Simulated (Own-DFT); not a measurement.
# Response to strain: hcp Ru, 36 atoms (Ru36)

All numbers below are calculated, not measured. The program, named Own-DFT, is a retired in-house plane-wave density functional code that no person has reviewed. Each row is one single-point run on a periodic cell that was not relaxed, without spin or spin-orbit coupling.

Settings of every run: PBE; PseudoDojo norm-conserving scalar-relativistic files; cutoff 50 hartree; 5 x 5 x 4 k mesh centred on Gamma; cold (Marzari-Vanderbilt) smearing of 0.2 eV.

Known limits: forces on such cells failed a check on a denser k mesh; stress not checked against mesh or cutoff.

Unstrained cell vectors in Å: (8.118, 0.000, 0.000); (-4.059, 7.030, 0.000); (0.000, 0.000, 8.563). The unstrained cell has measured lattice constants (interpolated for alloys), not those of this functional. That, the random moves and any unrelaxed bonds set the pressure at no strain. Each run strains this cell uniformly, with the atoms carried along. Every atom was also moved at random, by a Gaussian of width 0.05 Å on each axis. Strain is the symmetric tensor, in per cent. Stress is positive in tension, and the pressure is minus a third of its trace.

| run | e_xx (%) | e_yy (%) | e_zz (%) | e_yz (%) | e_xz (%) | e_xy (%) | s_xx (GPa) | s_yy (GPa) | s_zz (GPa) | s_yz (GPa) | s_xz (GPa) | s_xy (GPa) | P (GPa) | E (meV/atom) |
|---|---|---|---|---|---|---|---|---|---|---|---|---|---|---|
| 1 | 1.21 | -1.13 | 1.76 | 1.62 | -0.92 | 1.02 | 0.42 | -9.22 | 2.64 | 5.98 | -3.26 | 4.57 | 2.05 | 16.2 |
| 2 | 1.46 | 0.89 | -1.33 | 0.65 | -0.30 | -1.16 | 0.06 | -2.15 | -11.93 | 2.30 | -1.06 | -3.96 | 4.67 | 4.2 |
| 3 | 0.44 | 0.29 | 1.89 | -1.37 | -0.68 | -1.88 | -1.78 | -2.33 | 4.51 | -4.73 | -2.46 | -7.51 | -0.13 | 20.9 |
| 4 | 0.83 | -0.87 | 0.97 | -1.64 | -1.62 | 0.95 | -3.21 | -10.71 | -3.60 | -6.01 | -5.82 | 4.11 | 5.84 | 36.9 |
| 5 | 1.46 | 1.40 | 1.11 | 1.39 | -1.14 | -1.52 | 4.60 | 3.57 | 2.80 | 4.03 | -4.04 | -5.20 | -3.66 | 25.7 |
| 6 | 0.90 | 1.30 | 0.16 | -1.29 | 0.64 | 1.57 | 0.49 | 1.31 | -2.09 | -4.51 | 2.49 | 5.55 | 0.10 | 0.2 |
| 7 | -0.45 | 0.55 | -0.16 | -0.62 | 1.87 | -1.00 | -9.36 | -4.95 | -8.16 | -2.29 | 6.99 | -3.92 | 7.49 | 0.0 |
| 8 | 0.70 | 0.00 | -0.42 | -1.31 | 0.97 | -1.34 | -5.09 | -7.48 | -9.28 | -4.85 | 3.86 | -5.28 | 7.28 | 19.6 |
| 9 | 2.00 | -0.13 | 1.81 | 1.38 | 1.52 | -0.25 | 5.79 | -1.54 | 5.55 | 4.14 | 4.92 | -1.37 | -3.27 | 18.6 |
| 10 | -1.42 | -1.80 | -1.37 | 1.19 | -1.45 | -0.39 | -24.22 | -26.13 | -26.60 | 5.20 | -6.48 | -1.23 | 25.65 | 77.2 |
| 11 | 1.28 | -0.34 | -1.01 | 1.60 | 0.95 | 1.91 | -4.10 | -10.34 | -13.30 | 6.03 | 3.35 | 7.89 | 9.25 | 40.4 |
| 12 | 1.23 | 0.41 | 1.13 | 0.30 | 1.27 | 0.45 | 2.76 | -1.11 | 2.05 | 1.03 | 4.11 | 1.45 | -1.23 | 1.3 |
| 13 | 0.28 | 0.71 | 0.06 | 0.77 | -0.48 | -1.63 | -5.37 | -3.54 | -5.58 | 2.56 | -1.91 | -6.53 | 4.83 | 18.7 |
| 14 | 1.99 | -0.05 | 1.03 | 0.45 | 0.34 | -1.19 | 5.28 | -2.78 | 1.90 | 1.66 | 0.97 | -4.67 | -1.47 | 7.8 |
| 15 | -1.08 | -1.76 | 1.57 | -0.39 | -0.25 | 0.69 | -15.06 | -18.68 | -1.84 | -1.34 | -0.67 | 3.66 | 11.86 | 20.5 |
| 16 | 1.50 | 1.58 | 0.37 | 0.85 | 0.07 | 0.19 | ? | ? | ? | ? | ? | ? | ? | ? |

E is the free energy for each atom above the lowest run shown.

## Worked fit

Each stress component was fitted by least squares to a constant and the strains of the runs shown, as fractions, with shears doubled. Shear strains stay in the fit of a normal stress only where such slopes are resolved. The slopes, in GPa:

```
stress  at no strain  per e_xx  per e_yy  per e_zz  scatter
  s_xx          -8.3  580 ± 21  225 ± 21  204 ± 17     0.67
  s_yy          -8.6  204 ± 25  619 ± 24  193 ± 19     0.77
  s_zz          -8.4  157 ± 43  245 ± 42  661 ± 33     1.34
```

Each shear stress against twice its own strain: yz 177 ± 5, xz 181 ± 5, xy 196 ± 5 GPa. These are stiffnesses along x, y and z of the frame in which the cell vectors are given, which need not be the crystal's axes. The atoms are held to the strained lattice; where symmetry lets them move under strain, relaxing them would lower some slopes. The table should be nearly symmetric about its diagonal, and what it lacks of that shows the noise. A ninth of its sum, 343 ± 10 GPa, estimates the bulk modulus near the mean pressure of these runs, 4.6 GPa, so it lies above the value at zero pressure.

## Withheld run

Question: what normal stresses and pressure should run 16 give?

The fit gives s_xx = 4.7, s_yy = 5.0, s_zz = 0.2 and P = -3.3 GPa. The calculation gave 3.61, 5.11, 0.09 and P = -2.94 GPa.
